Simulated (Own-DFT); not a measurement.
# How strain changes the stress of zincblende GaAs, 64 atoms (As32Ga32)

Source: density functional calculations with Own-DFT, an unreviewed in-house program that is no longer used. Nothing was measured or relaxed, and spin and spin-orbit coupling are left out.

Settings: PBE; PseudoDojo norm-conserving scalar-relativistic files; cutoff 42 hartree; 3 x 3 x 3 k mesh centred on Gamma; Fermi-Dirac smearing of 0.1 eV.

Limits: forces not confirmed at this smearing and k mesh; stress not checked against mesh or cutoff.

Unstrained cell vectors in Å: (11.307, 0.000, 0.000); (0.000, 11.307, 0.000); (0.000, 0.000, 11.307). The unstrained cell has measured lattice constants (interpolated for alloys), not those of this functional. That, the random moves and any unrelaxed bonds set the pressure at no strain. In each run the cell takes a homogeneous strain; fractional positions stay. Each atom got a random Gaussian move of width 0.05 Å along each axis. Stress is counted positive in tension, P = -(s_xx + s_yy + s_zz)/3, and strain components are those of the symmetric tensor.

| run | e_xx (%) | e_yy (%) | e_zz (%) | e_yz (%) | e_xz (%) | e_xy (%) | s_xx (GPa) | s_yy (GPa) | s_zz (GPa) | s_yz (GPa) | s_xz (GPa) | s_xy (GPa) | P (GPa) | E (meV/atom) |
|---|---|---|---|---|---|---|---|---|---|---|---|---|---|---|
| 1 | 0.43 | 0.56 | -0.06 | 1.67 | 1.70 | 0.53 | -3.44 | -3.41 | -3.70 | 2.86 | 1.99 | 0.36 | 3.52 | 20.2 |
| 2 | 0.87 | 0.89 | 0.97 | -1.36 | -0.26 | 0.34 | -1.98 | -2.09 | -1.98 | -1.64 | 0.08 | 0.13 | 2.02 | 1.3 |
| 3 | -0.66 | 0.83 | 1.38 | 0.63 | -0.46 | 0.28 | -3.56 | -2.69 | -2.36 | 0.56 | 0.02 | -0.41 | 2.87 | 7.3 |
| 4 | -1.68 | -1.23 | 1.95 | -1.98 | -1.92 | -1.30 | -5.83 | -5.67 | -3.89 | -3.06 | -3.24 | -1.98 | 5.13 | 39.3 |
| 5 | -0.63 | 1.93 | -0.16 | 0.61 | -0.81 | 0.48 | -4.02 | -2.59 | -3.71 | 0.77 | -1.46 | 0.71 | 3.44 | 24.3 |
| 6 | -1.11 | 0.17 | -1.64 | -1.93 | -1.73 | 1.58 | -6.73 | -5.98 | -6.99 | -3.33 | -2.91 | 2.06 | 6.56 | 48.8 |
| 7 | 1.14 | 0.75 | 1.99 | -1.97 | -1.02 | -1.31 | -1.32 | -1.64 | -0.95 | -2.43 | -1.55 | -1.54 | 1.30 | 0.0 |
| 8 | -1.59 | 0.91 | -1.74 | 0.30 | 1.48 | 1.00 | -6.43 | -4.90 | -6.49 | 0.93 | 2.01 | 1.72 | 5.94 | 26.0 |
| 9 | 1.88 | -1.11 | 0.44 | -1.85 | 0.49 | 0.42 | -2.28 | -4.03 | -3.16 | -2.73 | 0.68 | 0.65 | 3.16 | 9.5 |
| 10 | -0.01 | 1.31 | 1.57 | 1.18 | -1.93 | 0.25 | -2.57 | -1.91 | -1.71 | 2.06 | -2.66 | 0.20 | 2.06 | 5.5 |
| 11 | -1.04 | 1.26 | -0.01 | 1.74 | -1.97 | 1.49 | -4.87 | -3.65 | -4.43 | 2.70 | -3.28 | 2.79 | 4.32 | 38.6 |
| 12 | -0.39 | 1.83 | 1.25 | -1.48 | -0.31 | -0.29 | -2.73 | -1.69 | -1.94 | -2.17 | -0.21 | -0.77 | 2.12 | 4.7 |
| 13 | -1.61 | 0.67 | -0.54 | 1.04 | 0.47 | -1.89 | -5.98 | -4.80 | -5.47 | 1.35 | 0.85 | -3.06 | 5.42 | 35.7 |
| 14 | -1.93 | 1.86 | 1.70 | 1.14 | -0.64 | 0.15 | -4.08 | -2.15 | -2.22 | 1.87 | 0.05 | 0.01 | 2.82 | 7.8 |
| 15 | 1.36 | -1.65 | 0.65 | -0.48 | 1.30 | -0.97 | ? | ? | ? | ? | ? | ? | ? | ? |

E is the free energy per atom, counted from the lowest run shown.

## What the rows give

Each stress component was fitted by least squares to a constant and the strains of the runs shown, as fractions, with shears doubled. Shear strains stay in the fit of a normal stress only where such slopes are resolved. The slopes, in GPa:

| stress | at no strain | per e_xx | per e_yy | per e_zz | scatter |
|---|---|---|---|---|---|
| s_xx | -4.2 | 113 ± 3 | 61 ± 3 | 69 ± 3 | 0.11 |
| s_yy | -4.3 | 57 ± 3 | 115 ± 4 | 64 ± 3 | 0.13 |
| s_zz | -4.3 | 59 ± 3 | 61 ± 3 | 121 ± 3 | 0.11 |

Also, s_xx gains 6 ± 1 per 2 e_xz; s_yy gains 6 ± 2 per 2 e_xz; s_zz gains 6 ± 1 per 2 e_xz.

The slope of each shear stress on twice its own strain, from a fit on all six strains: yz 75 ± 4, xz 82 ± 7, xy 71 ± 8 GPa. These are stiffnesses along x, y and z of the frame in which the cell vectors are given, which need not be the crystal's axes. The atoms are held to the strained lattice; where symmetry lets them move under strain, relaxing them would lower some slopes. Symmetry asks for nearly equal slopes across the diagonal; the mismatch is a measure of noise. A ninth of the table's sum, 80 ± 2 GPa, estimates the bulk modulus near the mean pressure of these runs, 3.6 GPa, so it lies above the value at zero pressure.

## Prediction

The question: what normal stresses and pressure should run 15 give?

The fit gives s_xx = -3.1, s_yy = -4.8, s_zz = -3.5 and P = 3.8 GPa. The calculation gave -3.02, -4.72, -3.54 and P = 3.76 GPa.
